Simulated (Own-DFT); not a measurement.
# Shaking the atoms of beta-Si3N4, 42 atoms (N24Si18)

All numbers below are calculated, not measured. The program, named Own-DFT, is a retired in-house plane-wave density functional code that no person has reviewed. Each row is one single-point run on a periodic cell that was not relaxed, without spin or spin-orbit coupling.

Settings of every run: PBEsol; PseudoDojo norm-conserving scalar-relativistic files, made for PBE; cutoff 42 hartree; 3 x 3 x 3 k mesh centred on Gamma; Fermi-Dirac smearing of 0.1 eV.

Known limits, some of them of some rows only: some atoms lie very close together; forces on such cells passed a denser k mesh, each cell not checked; stress not checked against mesh or cutoff.

Cell vectors in Å: (7.606, 0.000, 0.000); (-3.803, 6.587, 0.000); (0.000, 0.000, 8.727). In each run every atom was moved at random and independently from its ideal site; u is the rms move along one axis. E is the free energy for each atom above the fitted value at u = 0, and F the rms of the force components.

| run | u (Å) | E (meV/atom) | F (eV/Å) | largest force (eV/Å) | P (GPa) |
|---|---|---|---|---|---|
| 1 | 0.0180 | 17.9 | 0.896 | 2.59 | 3.11 |
| 2 | 0.0197 | 13.2 | 0.746 | 2.26 | 3.07 |
| 3 | 0.0486 | 109.3 | 2.001 | 7.33 | 5.58 |
| 4 | 0.0495 | 106.6 | 1.849 | 6.86 | 4.98 |
| 5 | 0.0515 | ? | ? | ? | ? |
| 6 | 0.1027 | 449.2 | 4.258 | 15.65 | 13.85 |
| 7 | 0.1029 | 424.1 | 4.102 | 15.09 | 11.83 |
| 8 | 0.1061 | 571.5 | 5.825 | 38.52 | 19.31 |
| 9 | 0.1438 | 1007.7 | 7.952 | 39.05 | 28.52 |

## Worked fit

For small independent moves the energy grows as E = (3/2) K u², with K the mean stiffness felt by one atom. The runs with u up to 0.11 Å give K = 29.7 ± 1.6 eV/Å², with residuals divided by u² + 0.0006 Å², since the noise grows with the moves. The scatter is 13.2 meV/atom at u = 0.05 Å. The forces follow F = G u with G = 43.6 eV/Å²; no force at u = 0 is resolved. G exceeds K because the moves of its neighbours add to the force on an atom, and stiffness differs between atoms. At u = 0.144 Å the parabola gives 921 meV/atom and the run 1008. The pressure follows P = 2.53 + 1162 u² GPa: at fixed volume, shortened bonds push harder than stretched ones pull.

## Withheld run

Question: what energy and rms force should run 5 give?

The fit gives 118 ± 15 meV/atom and about 2.25 eV/Å. The calculation gave 114.1 meV/atom and 1.960 eV/Å.
